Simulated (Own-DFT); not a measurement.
# Which defects push the lattice out? zincblende GaP

No measurement is shown. These are fixed-geometry runs of a retired plane-wave code named Own-DFT, which no person has reviewed; spin and spin-orbit coupling are neglected.

Settings: PBE; PseudoDojo norm-conserving scalar-relativistic files; cutoff 42 hartree; 2 x 3 x 3 k mesh centred on Gamma; Fermi-Dirac smearing of 0.1 eV.

Caveats (not all hold for every row): not probed for a lower state with spin; forces on such cells failed a check on a denser k mesh; forces on such cells passed a denser k mesh, each cell not checked; stress not checked against mesh or cutoff.

All runs share one cell, with vectors in Å (16.352, 0.000, 0.000); (0.000, 10.901, 0.000); (0.000, 0.000, 10.901) and a volume of 1943.1 Å³. Atoms were moved at random from their sites; u is the rms move along one axis. The defect's site can differ from row to row.

```
                                     cell  formula   u (Å)  P (GPa)
                                no defect  Ga48P48  0.0199     2.71
                                no defect  Ga48P48  0.0209     2.73
                                no defect  Ga48P48  0.0515     3.30
one Ga on a P site and one P on a Ga site  Ga48P48  0.0283     2.92
one Ga on a P site and one P on a Ga site  Ga48P48  0.0487     3.27
one Ga on a P site and one P on a Ga site  Ga48P48  0.0496     3.33
                       one P on a Ga site  Ga47P49  0.0311     2.92
                       one P on a Ga site  Ga47P49  0.0475     3.18
                       one P on a Ga site  Ga47P49  0.0479     3.32
                  two P on a Ga site each  Ga46P50  0.0280     2.92
                  two P on a Ga site each  Ga46P50  0.0299     3.01
                  two P on a Ga site each  Ga46P50  0.0483     3.40
                  two P on a Ga site each  Ga46P50  0.0506        ?
                       one Ga on a P site  Ga49P47  0.0290     3.14
                       one Ga on a P site  Ga49P47  0.0484     3.54
                       one Ga on a P site  Ga49P47  0.0491     3.46
```

## What the rows give

P = P0 + c u² + a shift for each defect gives P0 = 2.62 GPa, c = 255 ± 15 GPa/Å² and a scatter of 0.05 GPa. The shifts, and each times the cell's volume:

- one Ga on a P site: 0.29 ± 0.04 GPa, 3.5 eV
- two P on a Ga site each: 0.15 ± 0.04 GPa, 1.8 eV (0.9 eV for each of its 2 sites)
- one Ga on a P site and one P on a Ga site: 0.07 ± 0.04 GPa, 0.9 eV (not resolved)
- one P on a Ga site: 0.05 ± 0.04 GPa, 0.6 eV (not resolved)

A positive shift means that the defect pushes the cell outwards. Shift times volume (160.2 GPa Å³ is 1 eV) depends little on the cell's size, so, taken for each site, it can be compared between cells at like pressure. The atoms around the defects weren't relaxed, which would change these numbers.

## Test on the hidden row

Asked: what pressure belongs in the blank (two P on a Ga site each, u = 0.0506 Å)?

The fitted form gives 3.42 ± 0.06 GPa. The run itself gave 3.36 GPa.
